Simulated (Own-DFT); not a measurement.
AlGa$_{3}$N$_{4}$ (wurtzite random alloy, strained, atoms displaced) (calculated)

A calculation, not a measurement: plane-wave PBE density functional theory by an unreviewed code, no spin, of a simulated periodic cell, stress positive in tension, free energy of the whole cell less one offset for each atom, forces on such cells passed a denser k mesh, this cell's mesh not checked; offsets are fitted by least squares, one for each functional and potential file, so energies compare only between cells with the same atoms and settings and are not formation energies; the far tail of each file's local potential was reset to the Coulomb form; each entry is a single point on an unrelaxed cell, so the pressure reflects the starting lattice, mostly measured values, from which strain is counted, and rises with the displacements; printed positions are rounded, which can move forces by about a meV/angstrom; the program is a retired in-house code; no spin-orbit coupling. Program: Own-DFT development build.

Common to all runs: functional PBE; potential files PseudoDojo norm-conserving, scalar-relativistic, standard set with the stringent files for Ga; wave cutoff 96 hartree; occupations Gaussian; smearing width 0.01 eV; k mesh 4 x 4 x 3 centred on Gamma.

(1) 
```cif
# cell vector a (Å): 9.7470 0.0000 0.0000
# cell vector b (Å): -4.8735 8.4411 0.0000
# cell vector c (Å): 0.0000 0.0000 10.2685
data_AlGa3N4
_symmetry_space_group_name_H-M 'P 1'
_symmetry_Int_Tables_number 1
_cell_length_a 9.7470
_cell_length_b 9.7470
_cell_length_c 10.2685
_cell_angle_alpha 90.000
_cell_angle_beta 90.000
_cell_angle_gamma 120.000
_cell_volume 844.84
loop_
_atom_site_label
_atom_site_type_symbol
_atom_site_fract_x
_atom_site_fract_y
_atom_site_fract_z
_atom_site_occupancy
Ga1 Ga 0.10643 0.22390 0.99541 1
Al1 Al 0.22876 0.10311 0.25195 1
N1 N 0.10756 0.22040 0.18134 1
N2 N 0.22140 0.10435 0.45022 1
Ga2 Ga 0.11686 0.22206 0.50052 1
Ga3 Ga 0.21740 0.10975 0.75130 1
N3 N 0.11193 0.22253 0.68881 1
N4 N 0.22862 0.11892 0.94464 1
Ga4 Ga 0.11585 0.55509 0.99825 1
Ga5 Ga 0.22866 0.44279 0.25114 1
N5 N 0.10989 0.55558 0.18798 1
N6 N 0.21849 0.44113 0.43911 1
Ga6 Ga 0.11351 0.55557 0.50288 1
Al2 Al 0.21357 0.43270 0.74974 1
N7 N 0.11284 0.56087 0.69364 1
N8 N 0.22590 0.44626 0.93549 1
Ga7 Ga 0.10959 0.88859 0.00011 1
Ga8 Ga 0.21671 0.77285 0.25397 1
N9 N 0.11307 0.88408 0.18587 1
N10 N 0.22930 0.77669 0.43835 1
Al3 Al 0.10881 0.88410 0.50021 1
Al4 Al 0.22163 0.78145 0.75486 1
N11 N 0.11612 0.89013 0.69189 1
N12 N 0.21896 0.77392 0.93235 1
Ga9 Ga 0.45438 0.22311 0.99570 1
Al5 Al 0.55002 0.10878 0.25005 1
N13 N 0.45808 0.23459 0.18608 1
N14 N 0.56268 0.11446 0.43730 1
Ga10 Ga 0.44069 0.21446 0.49578 1
Ga11 Ga 0.54864 0.10578 0.75078 1
N15 N 0.44028 0.21533 0.68137 1
N16 N 0.56479 0.11317 0.94665 1
Ga12 Ga 0.44184 0.54878 0.00006 1
Ga13 Ga 0.55754 0.44976 0.24456 1
N17 N 0.44435 0.55496 0.18250 1
N18 N 0.54453 0.44129 0.44095 1
Ga14 Ga 0.43640 0.54100 0.50443 1
Ga15 Ga 0.55831 0.44269 0.75309 1
N19 N 0.44717 0.56243 0.68478 1
N20 N 0.55200 0.44033 0.93065 1
Al6 Al 0.44147 0.89115 0.00736 1
Ga16 Ga 0.55334 0.77637 0.25302 1
N21 N 0.43674 0.88173 0.18576 1
N22 N 0.55857 0.77502 0.44137 1
Ga17 Ga 0.44220 0.89753 0.49455 1
Ga18 Ga 0.55747 0.77420 0.74464 1
N23 N 0.44763 0.89185 0.69088 1
N24 N 0.57046 0.78465 0.94552 1
Ga19 Ga 0.76685 0.22273 0.99841 1
Ga20 Ga 0.88180 0.10370 0.24445 1
N25 N 0.78114 0.22225 0.17821 1
N26 N 0.88767 0.10154 0.43988 1
Ga21 Ga 0.78339 0.22974 0.49807 1
Ga22 Ga 0.88784 0.11683 0.74900 1
N27 N 0.77698 0.22011 0.67494 1
N28 N 0.88533 0.10895 0.92860 1
Al7 Al 0.77829 0.55577 0.00092 1
Al8 Al 0.88988 0.44359 0.25093 1
N29 N 0.78336 0.55781 0.19041 1
N30 N 0.89477 0.44734 0.43651 1
Ga23 Ga 0.78220 0.54810 0.49925 1
Ga24 Ga 0.89235 0.44851 0.75451 1
N31 N 0.77196 0.55397 0.69185 1
N32 N 0.89668 0.44942 0.93067 1
Ga25 Ga 0.77186 0.89097 0.00134 1
Ga26 Ga 0.89342 0.77605 0.25437 1
N33 N 0.78031 0.89160 0.18647 1
N34 N 0.89220 0.78525 0.44229 1
Al9 Al 0.77952 0.89043 0.50410 1
Ga27 Ga 0.88964 0.77444 0.75043 1
N35 N 0.78151 0.88766 0.68741 1
N36 N 0.89196 0.78112 0.92956 1
_calc_free_energy_of_cell_above_offsets '-9.687'  # eV
_calc_pressure -2.01  # GPa
_calc_stress_xx 5.94  # GPa
_calc_stress_yy 5.92  # GPa
_calc_stress_zz -5.84  # GPa
_calc_stress_yz -0.5  # GPa
_calc_stress_xz -0.45  # GPa
_calc_stress_xy -0.66  # GPa
```

Force:
| element | x (eV/Å) | y (eV/Å) | z (eV/Å) |
| --- | --- | --- | --- |
| Ga | 0.216 | -0.3 | -0.006 |
| Al | -1.209 | 0.966 | -0.608 |
| N | 1.205 | -0.417 | 1.719 |
| N | -0.023 | -0.84 | -2.401 |
| Ga | -1.101 | -0.687 | -0.506 |
| Ga | 0.71 | 0.009 | 0.045 |
| N | -0.153 | 0.52 | 0.378 |
| N | 0.117 | -0.758 | -0.527 |
| Ga | -0.287 | 0.127 | -0.029 |
| Ga | -1.077 | -0.493 | -0.79 |
| N | -0.208 | -0.694 | 0.622 |
| N | 0.16 | -0.063 | 0.194 |
| Ga | 0.286 | 0.15 | 0.202 |
| Al | 0.411 | 1.981 | -0.238 |
| N | 0.84 | -0.232 | -0.074 |
| N | -0.277 | -0.294 | -0.579 |
| Ga | -0.015 | 0.107 | -1.078 |
| Ga | 0.573 | -0.339 | -1.077 |
| N | -0.189 | 1.168 | 1.304 |
| N | -2.03 | 0.186 | 0.732 |
| Al | 0.191 | 0.158 | 0.742 |
| Al | 0.699 | -0.134 | -1.465 |
| N | 0.119 | -0.728 | -0.936 |
| N | 0.998 | 1.186 | 1.58 |
| Ga | -1.303 | 0.081 | 0.241 |
| Al | 1.031 | 0.394 | -0.681 |
| N | -0.455 | -2.312 | 0.965 |
| N | -0.647 | 0.078 | -1.378 |
| Ga | 0.459 | 0.96 | 0.116 |
| Ga | 0.704 | 0.618 | -0.542 |
| N | -0.018 | 0.598 | 1.638 |
| N | -2.442 | -2.157 | -1.396 |
| Ga | 0.119 | 1.092 | -1.292 |
| Ga | 0.135 | 0.16 | 1.063 |
| N | 0.128 | 0.179 | 1.292 |
| N | 1.986 | -0.503 | -0.935 |
| Ga | -0.294 | 1.875 | -0.815 |
| Ga | -0.964 | -0.299 | -2.408 |
| N | -0.672 | -2.15 | 1.807 |
| N | 1.271 | 0.698 | 2.696 |
| Al | 0.772 | -0.861 | -1.875 |
| Ga | 0.42 | 0.095 | -0.222 |
| N | -0.003 | 1.463 | 1.044 |
| N | -0.214 | 0.345 | 0.219 |
| Ga | 2.004 | -0.852 | 1.104 |
| Ga | -0.049 | 1.095 | 0.792 |
| N | -0.94 | -0.959 | -0.031 |
| N | -3.699 | -1.611 | -1.118 |
| Ga | 3.335 | 1.309 | -0.677 |
| Ga | 0.694 | 1.176 | 0.72 |
| N | -1.258 | 0.419 | 2.86 |
| N | -0.201 | 0.822 | -0.209 |
| Ga | 0.752 | -1.172 | -1.418 |
| Ga | 0.012 | -1.049 | -1.522 |
| N | -0.453 | 0.629 | 3.126 |
| N | -0.185 | 0.699 | 1.952 |
| Al | 0.287 | 0.629 | -0.93 |
| Al | 0.445 | -0.267 | -1.049 |
| N | 0.281 | -0.587 | -0.673 |
| N | 0.003 | -0.038 | -0.768 |
| Ga | -1.807 | 0.887 | 0.37 |
| Ga | -0.334 | -0.51 | -2.456 |
| N | 1.176 | -0.131 | -0.722 |
| N | -1.398 | -0.269 | 3.018 |
| Ga | 2.35 | 0.748 | -0.598 |
| Ga | -0.803 | 0.634 | -0.51 |
| N | 0.152 | -1.275 | 0.677 |
| N | 0.658 | -0.651 | 0.431 |
| Al | -0.347 | -0.477 | -0.478 |
| Ga | -0.275 | 0.609 | -1.345 |
| N | -0.192 | 0.303 | -0.258 |
| N | -0.179 | -1.045 | 2.977 |

(2) 
```cif
# cell vector a (Å): 9.7470 0.0000 0.0000
# cell vector b (Å): -4.8735 8.4411 0.0000
# cell vector c (Å): 0.0000 0.0000 10.2685
data_AlGa3N4
_symmetry_space_group_name_H-M 'P 1'
_symmetry_Int_Tables_number 1
_cell_length_a 9.7470
_cell_length_b 9.7470
_cell_length_c 10.2685
_cell_angle_alpha 90.000
_cell_angle_beta 90.000
_cell_angle_gamma 120.000
_cell_volume 844.84
loop_
_atom_site_label
_atom_site_type_symbol
_atom_site_fract_x
_atom_site_fract_y
_atom_site_fract_z
_atom_site_occupancy
Ga1 Ga 0.12101 0.21610 0.99541 1
Ga2 Ga 0.20834 0.11305 0.24953 1
N1 N 0.10592 0.21282 0.18056 1
N2 N 0.22362 0.11246 0.44053 1
Ga3 Ga 0.11380 0.22193 0.50318 1
Ga4 Ga 0.21921 0.11207 0.75897 1
N3 N 0.09965 0.20618 0.69730 1
N4 N 0.22280 0.11193 0.93894 1
Ga5 Ga 0.11129 0.55721 0.99722 1
Ga6 Ga 0.22830 0.44042 0.24895 1
N5 N 0.10925 0.55291 0.20053 1
N6 N 0.22356 0.44273 0.44393 1
Ga7 Ga 0.11173 0.55525 0.49858 1
Ga8 Ga 0.23240 0.44588 0.74243 1
N7 N 0.10954 0.55294 0.68672 1
N8 N 0.22920 0.45616 0.93504 1
Al1 Al 0.11694 0.88409 0.00554 1
Ga9 Ga 0.23162 0.79041 0.25168 1
N9 N 0.10472 0.88736 0.19458 1
N10 N 0.23090 0.77786 0.43902 1
Al2 Al 0.11021 0.89118 0.49866 1
Ga10 Ga 0.22171 0.77548 0.74878 1
N11 N 0.10015 0.87898 0.69619 1
N12 N 0.22998 0.77471 0.94238 1
Al3 Al 0.43683 0.21744 0.99842 1
Ga11 Ga 0.55535 0.11427 0.24662 1
N13 N 0.45136 0.22992 0.19159 1
N14 N 0.54603 0.11226 0.43159 1
Al4 Al 0.44085 0.22475 0.50426 1
Ga12 Ga 0.55227 0.11661 0.75549 1
N15 N 0.45234 0.22499 0.68165 1
N16 N 0.55120 0.10554 0.94030 1
Ga13 Ga 0.44504 0.54913 0.00473 1
Ga14 Ga 0.55348 0.45134 0.24820 1
N17 N 0.44593 0.54963 0.18674 1
N18 N 0.56368 0.44610 0.43612 1
Ga15 Ga 0.44159 0.55208 0.50142 1
Ga16 Ga 0.55039 0.44000 0.75896 1
N19 N 0.43817 0.54736 0.68354 1
N20 N 0.56008 0.45547 0.94029 1
Al5 Al 0.45088 0.88539 0.00889 1
Ga17 Ga 0.55071 0.77791 0.25133 1
N21 N 0.45072 0.89145 0.18346 1
N22 N 0.55910 0.77851 0.43596 1
Ga18 Ga 0.44681 0.89251 0.50068 1
Ga19 Ga 0.54965 0.77198 0.75167 1
N23 N 0.44096 0.88743 0.68926 1
N24 N 0.55764 0.78681 0.93920 1
Al6 Al 0.76971 0.21399 0.99917 1
Ga20 Ga 0.88747 0.11148 0.24613 1
N25 N 0.77811 0.21899 0.18842 1
N26 N 0.88963 0.10804 0.44010 1
Ga21 Ga 0.78606 0.22600 0.50274 1
Ga22 Ga 0.88450 0.11385 0.73961 1
N27 N 0.77773 0.21793 0.68553 1
N28 N 0.89047 0.12308 0.94766 1
Al7 Al 0.77141 0.54750 0.99888 1
Al8 Al 0.87887 0.43860 0.25075 1
N29 N 0.77621 0.57426 0.19865 1
N30 N 0.88442 0.44126 0.43333 1
Ga23 Ga 0.77525 0.55224 0.50234 1
Ga24 Ga 0.88949 0.43968 0.74854 1
N31 N 0.77636 0.55718 0.69150 1
N32 N 0.89694 0.44173 0.93324 1
Ga25 Ga 0.78520 0.89401 0.01085 1
Ga26 Ga 0.88752 0.77568 0.25833 1
N33 N 0.78130 0.89606 0.19457 1
N34 N 0.88913 0.78601 0.43959 1
Ga27 Ga 0.78389 0.88934 0.50434 1
Al9 Al 0.88798 0.77724 0.74601 1
N35 N 0.78618 0.88691 0.69368 1
N36 N 0.88759 0.77304 0.94454 1
_calc_free_energy_of_cell_above_offsets '-9.327'  # eV
_calc_pressure -2  # GPa
_calc_stress_xx 4.23  # GPa
_calc_stress_yy 6.49  # GPa
_calc_stress_zz -4.73  # GPa
_calc_stress_yz -0.07  # GPa
_calc_stress_xz -0.1  # GPa
_calc_stress_xy 0.51  # GPa
```

Force:
| element | x (eV/Å) | y (eV/Å) | z (eV/Å) |
| --- | --- | --- | --- |
| Ga | -3.311 | 1.767 | -0.266 |
| Ga | 2.339 | -0.609 | 0.53 |
| N | -0.427 | 1.504 | 0.926 |
| N | 0.272 | -0.33 | 0.65 |
| Ga | -0.381 | -0.438 | 0.003 |
| Ga | 0.499 | -1.208 | -2.324 |
| N | 1.031 | 2.016 | -0.965 |
| N | 2.166 | -1.289 | 1.315 |
| Ga | 0.527 | -0.472 | 1.168 |
| Ga | -1.513 | 0.034 | -0.005 |
| N | -0.409 | -0.045 | -0.92 |
| N | -0.054 | -0.387 | -0.574 |
| Ga | -0.325 | 0.105 | -0.734 |
| Ga | -2.328 | -0.962 | 1.187 |
| N | 0.398 | -0.163 | 0.172 |
| N | 0.81 | -1.385 | 0.21 |
| Al | -0.983 | -0.756 | -0.587 |
| Ga | -0.267 | -1.391 | -0.268 |
| N | 1.053 | 0.647 | -1.008 |
| N | -1.837 | 0.435 | 0.616 |
| Al | 0.439 | -0.301 | 0.453 |
| Ga | -0.247 | -0.081 | 0.272 |
| N | 0.741 | 1.04 | -1.347 |
| N | -0.693 | 1.581 | 0.529 |
| Al | 1.123 | 0.611 | 1.025 |
| Ga | 0.196 | 0.058 | 0.203 |
| N | -1.173 | -0.634 | -1.799 |
| N | 0.45 | 0.345 | 1.77 |
| Al | 0.888 | 0.013 | -2.334 |
| Ga | 1.014 | -1.22 | -1.106 |
| N | -1.38 | -0.075 | 1.679 |
| N | -0.526 | 0.721 | 1.227 |
| Ga | -1.335 | 1.691 | -1.313 |
| Ga | 1.625 | -0.785 | 0.786 |
| N | -1.417 | 1.125 | 0.798 |
| N | -1.57 | -0.977 | 1.02 |
| Ga | 1.037 | 0.661 | -1.426 |
| Ga | 0.591 | 0.759 | -2.047 |
| N | 1.459 | 0.917 | 1.112 |
| N | 0.884 | -2.394 | 0.885 |
| Al | -0.759 | -0.075 | -2.546 |
| Ga | 1.108 | 0.103 | -0.338 |
| N | -0.644 | 0.065 | 1.143 |
| N | -0.275 | -0.214 | 1.215 |
| Ga | 0.467 | 0.312 | -0.37 |
| Ga | 0.49 | 0.768 | -0.076 |
| N | 0.453 | 0.423 | 0.288 |
| N | 0.581 | -0.785 | 0.876 |
| Al | 0.755 | 1.057 | 0.154 |
| Ga | -0.015 | 0.215 | 0.581 |
| N | -0.965 | 1.317 | -0.598 |
| N | 0.069 | 0.752 | 0.08 |
| Ga | -1.139 | -0.693 | -1.746 |
| Ga | 0.424 | -1.413 | 2.444 |
| N | -1.284 | 0.536 | 0.789 |
| N | 0.58 | -0.975 | -1.043 |
| Al | 1.081 | 1.794 | 0.494 |
| Al | 0.587 | 0.869 | -0.58 |
| N | 1.599 | -3.809 | -2.334 |
| N | 0.369 | 0.41 | 0.632 |
| Ga | 0.235 | 0.471 | -0.29 |
| Ga | -0.273 | 0.608 | -0.456 |
| N | 0.089 | -0.082 | 0.438 |
| N | -2.363 | -0.736 | 1.758 |
| Ga | -0.142 | -0.136 | -1.827 |
| Ga | -0.551 | 1.736 | -0.868 |
| N | -0.258 | -1.199 | 0.473 |
| N | 1.96 | -0.691 | 1.494 |
| Ga | -1.201 | 0.053 | -0.328 |
| Al | 0.07 | -0.623 | 1.697 |
| N | -1.307 | -0.255 | -0.124 |
| N | 0.896 | 0.07 | -0.546 |

(3) 
```cif
# cell vector a (Å): 9.7470 0.0000 0.0000
# cell vector b (Å): -4.8735 8.4411 0.0000
# cell vector c (Å): 0.0000 0.0000 10.2685
data_AlGa3N4
_symmetry_space_group_name_H-M 'P 1'
_symmetry_Int_Tables_number 1
_cell_length_a 9.7470
_cell_length_b 9.7470
_cell_length_c 10.2685
_cell_angle_alpha 90.000
_cell_angle_beta 90.000
_cell_angle_gamma 120.000
_cell_volume 844.84
loop_
_atom_site_label
_atom_site_type_symbol
_atom_site_fract_x
_atom_site_fract_y
_atom_site_fract_z
_atom_site_occupancy
Ga1 Ga 0.11651 0.22458 0.00443 1
Al1 Al 0.22528 0.11123 0.24871 1
N1 N 0.10461 0.22829 0.18880 1
N2 N 0.22118 0.11567 0.43637 1
Ga2 Ga 0.10952 0.22159 0.50308 1
Ga3 Ga 0.21798 0.12180 0.75531 1
N3 N 0.12229 0.23482 0.69019 1
N4 N 0.21119 0.11226 0.93330 1
Ga4 Ga 0.11732 0.56756 0.00071 1
Ga5 Ga 0.22966 0.44238 0.25041 1
N5 N 0.10602 0.55163 0.18476 1
N6 N 0.23460 0.45680 0.44623 1
Ga6 Ga 0.11704 0.55501 0.49460 1
Ga7 Ga 0.22711 0.45082 0.74559 1
N7 N 0.12102 0.55434 0.69439 1
N8 N 0.21920 0.44738 0.93740 1
Ga8 Ga 0.11667 0.89354 0.00024 1
Ga9 Ga 0.23898 0.78374 0.25031 1
N9 N 0.12288 0.89721 0.19088 1
N10 N 0.21922 0.77212 0.43477 1
Al2 Al 0.10240 0.88678 0.49641 1
Ga10 Ga 0.21548 0.78670 0.75058 1
N11 N 0.10522 0.88575 0.68512 1
N12 N 0.21520 0.77828 0.93555 1
Al3 Al 0.44714 0.21789 0.00918 1
Ga11 Ga 0.55117 0.10493 0.24755 1
N13 N 0.45133 0.22457 0.19963 1
N14 N 0.55913 0.11398 0.43609 1
Ga12 Ga 0.44708 0.22176 0.49754 1
Ga13 Ga 0.55059 0.11465 0.74921 1
N15 N 0.43463 0.21659 0.68717 1
N16 N 0.55174 0.09994 0.93428 1
Ga14 Ga 0.44525 0.56186 0.00267 1
Ga15 Ga 0.56088 0.44861 0.24362 1
N17 N 0.44292 0.55244 0.19173 1
N18 N 0.55359 0.44029 0.44343 1
Ga16 Ga 0.43753 0.55547 0.50530 1
Ga17 Ga 0.54854 0.43260 0.75766 1
N19 N 0.45104 0.56027 0.68267 1
N20 N 0.55308 0.43992 0.94315 1
Ga18 Ga 0.44016 0.88610 0.99674 1
Al4 Al 0.56286 0.78022 0.25254 1
N21 N 0.44295 0.89091 0.19117 1
N22 N 0.56260 0.79171 0.43996 1
Ga19 Ga 0.44649 0.88716 0.49653 1
Ga20 Ga 0.55898 0.76651 0.75754 1
N23 N 0.44833 0.89540 0.68754 1
N24 N 0.55851 0.78163 0.93920 1
Al5 Al 0.77793 0.22342 0.99467 1
Ga21 Ga 0.88600 0.09921 0.24450 1
N25 N 0.78446 0.21981 0.19578 1
N26 N 0.87674 0.10701 0.43431 1
Al6 Al 0.78408 0.22511 0.49256 1
Al7 Al 0.88775 0.10931 0.75220 1
N27 N 0.78575 0.22399 0.69067 1
N28 N 0.89065 0.11397 0.94058 1
Ga22 Ga 0.77058 0.54701 0.00542 1
Al8 Al 0.89017 0.43956 0.24948 1
N29 N 0.77678 0.55548 0.18034 1
N30 N 0.88445 0.44362 0.43679 1
Ga23 Ga 0.78119 0.55211 0.50138 1
Ga24 Ga 0.88636 0.43665 0.74851 1
N31 N 0.79171 0.56368 0.68963 1
N32 N 0.88086 0.44155 0.94830 1
Al9 Al 0.77395 0.87960 0.00807 1
Ga25 Ga 0.88490 0.77958 0.24502 1
N33 N 0.78486 0.88347 0.19334 1
N34 N 0.88129 0.77946 0.44338 1
Ga26 Ga 0.78206 0.89604 0.49699 1
Ga27 Ga 0.90187 0.78234 0.75177 1
N35 N 0.76910 0.87855 0.68653 1
N36 N 0.89136 0.77304 0.94287 1
_calc_free_energy_of_cell_above_offsets '-8.667'  # eV
_calc_pressure -1.74  # GPa
_calc_stress_xx 4.59  # GPa
_calc_stress_yy 4.63  # GPa
_calc_stress_zz -4.01  # GPa
_calc_stress_yz 0.01  # GPa
_calc_stress_xz 0.31  # GPa
_calc_stress_xy 1  # GPa
```

Force:
| element | x (eV/Å) | y (eV/Å) | z (eV/Å) |
| --- | --- | --- | --- |
| Ga | -1.602 | 0.659 | -0.88 |
| Al | -0.489 | 0.484 | 0.528 |
| N | 2.251 | -1.21 | 0.87 |
| N | 0.019 | -1.28 | -0.19 |
| Ga | -0.025 | 0.239 | -0.794 |
| Ga | 0.925 | -1.09 | -1.961 |
| N | -1.812 | -1.568 | -0.013 |
| N | 2.365 | 0.117 | 2.461 |
| Ga | -0.592 | -1.848 | -0.544 |
| Ga | -1.671 | 0.353 | 0.376 |
| N | 0.462 | 0.516 | 1.59 |
| N | -1.367 | -2.252 | -1.671 |
| Ga | -1.237 | 0.289 | 1.114 |
| Ga | 0.68 | 0.158 | 0.914 |
| N | -2.139 | 1.022 | -1.061 |
| N | 0.889 | 0.321 | 0.465 |
| Ga | -0.995 | -0.318 | 0.274 |
| Ga | -2.595 | -1.742 | -0.002 |
| N | -0.505 | 0.069 | 0.157 |
| N | -0.756 | 1.197 | 1.023 |
| Al | 0.653 | 0.209 | -0.295 |
| Ga | 2.039 | -0.876 | -1.307 |
| N | 0.535 | 1.807 | -0.93 |
| N | 0.861 | 0.763 | 0.718 |
| Al | -0.384 | 0.096 | -0.95 |
| Ga | 1.252 | 1.245 | 0.724 |
| N | -1.502 | -0.652 | -2.079 |
| N | 0.427 | -0.018 | 0.757 |
| Ga | -0.333 | -0.167 | -0.295 |
| Ga | 0.955 | -0.727 | -1.074 |
| N | 0.387 | 0.509 | 0.58 |
| N | -0.549 | 2.053 | 1.913 |
| Ga | -0.33 | -1.036 | -0.598 |
| Ga | 0.076 | -0.221 | 1.771 |
| N | 0.551 | 1.77 | 0.024 |
| N | -0.074 | 1.025 | -0.785 |
| Ga | 2.763 | 1.231 | -1.459 |
| Ga | 0.487 | 1.319 | -1.612 |
| N | 0.202 | -1.053 | 2.625 |
| N | -0.661 | -0.916 | 0.752 |
| Ga | 0.005 | -0.155 | -0.116 |
| Al | -0.695 | -0.345 | 0.402 |
| N | 2.714 | -0.564 | -1.131 |
| N | 0.373 | -1.696 | -1.519 |
| Ga | -0.827 | 0.818 | 0.904 |
| Ga | -1.012 | 1.435 | -1.921 |
| N | -0.27 | -0.852 | 0.58 |
| N | 0.628 | -0.191 | 1.88 |
| Al | 0.557 | -0.394 | 0.839 |
| Ga | -0.391 | 1.693 | 0.488 |
| N | -1.225 | 0.154 | -1.574 |
| N | 1.254 | 1.408 | 0.595 |
| Al | -1.154 | -0.287 | 0.652 |
| Al | 0.025 | -0.293 | -0.1 |
| N | -0.225 | -1.074 | -1.095 |
| N | -0.492 | -1.076 | 0.113 |
| Ga | 0.59 | 0.882 | -2.657 |
| Al | -0.189 | 0.332 | -0.537 |
| N | 0.862 | -0.076 | 3.414 |
| N | 1.364 | -0.624 | -0.551 |
| Ga | -1.32 | 0.527 | 0.121 |
| Ga | 0.438 | 1.46 | 0.652 |
| N | -0.71 | -1.387 | 0.57 |
| N | 0.878 | -0.64 | -0.914 |
| Al | 0.764 | 1.089 | -1.792 |
| Ga | 3.026 | -1.347 | 1.375 |
| N | -3.105 | 0.023 | -1.552 |
| N | 1.722 | -0.127 | -1.049 |
| Ga | -0.619 | -0.937 | 1.013 |
| Ga | -2.171 | -0.949 | 0.211 |
| N | 1.25 | 2.037 | 1.021 |
| N | -1.205 | 0.678 | 0.541 |
